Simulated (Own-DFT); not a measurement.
# A change of arrangement and its cost: C16Si16, 32 atoms

These are calculations, not measurements. The program, named Own-DFT, is a retired in-house plane-wave density functional code that no person has reviewed. Each row is one single-point run on a periodic cell that was not relaxed, without spin or spin-orbit coupling.

Settings of every run: PBE; PseudoDojo norm-conserving scalar-relativistic files; cutoff 42 hartree; 5 x 5 x 3 k mesh centred on Gamma; Fermi-Dirac smearing of 0.1 eV.

Known limits: forces on such cells passed a denser k mesh, each cell not checked; stress not checked against mesh or cutoff.

All cells hold the same atoms in the same cell, with vectors in Å (6.165, 0.000, 0.000); (-3.083, 5.339, 0.000); (0.000, 0.000, 10.068). Every atom was moved at random from its ideal site; u is the rms move along one axis. E is the free energy of the cell above the lowest run. The arrangements:

- A: 2H SiC
- B: 4H SiC

```
arrangement   u (Å)  E (eV)  P (GPa)
          A  0.0270   0.000     3.48
          A  0.0276   0.033     3.56
          A  0.0286   0.230     3.86
          A  0.0539   2.915     5.96
          A  0.0578   3.055     5.67
          A  0.0599   3.433     6.41
          B  0.0277   0.096     3.64
          B  0.0308   0.352     3.90
          B  0.0317   0.374     3.73
          B  0.0542   2.812     5.36
          B  0.0565   2.669     5.43
          B  0.0588   3.600     6.06
```

Question: once the cost of the random moves is taken out, how do the arrangements rank?

## Worked answer

Fit E = a + b u², with one b for all and one a for each arrangement, and with residuals divided by u², since the noise grows with the moves. Then b = 1217 eV/Å², the scatter at u = 0.04 Å is 0.11 eV, and against A:

- B: 0.02 ± 0.05 eV (not told apart from A)

These are energies of unrelaxed cells. Relaxing the atoms lowers the strained arrangements most, so the gaps would shrink and small ones could change sign.
